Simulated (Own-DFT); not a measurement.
# Response to strain: wurtzite GaN, 72 atoms (Ga36N36)

Calculated results; nothing here was measured. The program, named Own-DFT, is a retired in-house plane-wave density functional code that no person has reviewed. Each row is one single-point run on a periodic cell that was not relaxed, without spin or spin-orbit coupling.

Settings of every run: PBE; PseudoDojo norm-conserving scalar-relativistic files; cutoff 42 hartree; 4 x 4 x 3 k mesh centred on Gamma; Fermi-Dirac smearing of 0.1 eV.

Known limits: forces not confirmed at this smearing and k mesh; stress not checked against mesh or cutoff.

Unstrained cell vectors in Å: (9.567, 0.000, 0.000); (-4.783, 8.285, 0.000); (0.000, 0.000, 10.370). The unstrained cell has measured lattice constants (interpolated for alloys), not those of this functional. That, the random moves and any unrelaxed bonds set the pressure at no strain. Each run strains this cell uniformly, with the atoms carried along. Every atom was also moved at random, by a Gaussian of width 0.05 Å on each axis. Strain is the symmetric tensor, in per cent. Stress is positive in tension, and the pressure is minus a third of its trace.

| run | e_xx (%) | e_yy (%) | e_zz (%) | s_xx (GPa) | s_yy (GPa) | s_zz (GPa) | P (GPa) | E (meV/atom) |
|---|---|---|---|---|---|---|---|---|
| 1 | -1.25 | -1.25 | 0.00 | -16.27 | -14.53 | -8.96 | 13.25 | 41.4 |
| 2 | -0.25 | -0.25 | 0.00 | -10.80 | -9.59 | -6.03 | 8.81 | 17.2 |
| 3 | 2.00 | 2.00 | 0.00 | 3.39 | 1.86 | -5.66 | 0.14 | 0.0 |
| 4 | 0.50 | 0.50 | 0.00 | -6.00 | -2.83 | -8.08 | 5.64 | 7.9 |
| 5 | 2.25 | 2.25 | 0.00 | 1.77 | 2.34 | -4.91 | 0.27 | 29.1 |
| 6 | 2.75 | 2.75 | 0.00 | 5.37 | 3.97 | -4.50 | -1.61 | 20.2 |
| 7 | 2.50 | 2.50 | 0.00 | 3.44 | 5.01 | -3.97 | -1.49 | 1.9 |
| 8 | -0.75 | -0.75 | 0.00 | -12.07 | -11.73 | -8.46 | 10.75 | 24.5 |
| 9 | -0.50 | -0.50 | 0.00 | ? | ? | ? | ? | ? |

E is the free energy for each atom above the lowest run shown.

## Worked fit

The change of volume is close to e_xx + e_yy + e_zz. A straight line through the runs shown gives P = 8.08 - 184 x (fractional change of volume) GPa, with an error of 6 on the slope and a scatter of 0.53 GPa. The strain isn't the same on all axes and the cell isn't cubic, so the slope belongs to this path and is not the bulk modulus.

## Withheld run

Question: what pressure should run 9 give? Its volume changes by -1.00 %.

The line gives 9.9 GPa. The calculation gave 9.68 GPa.
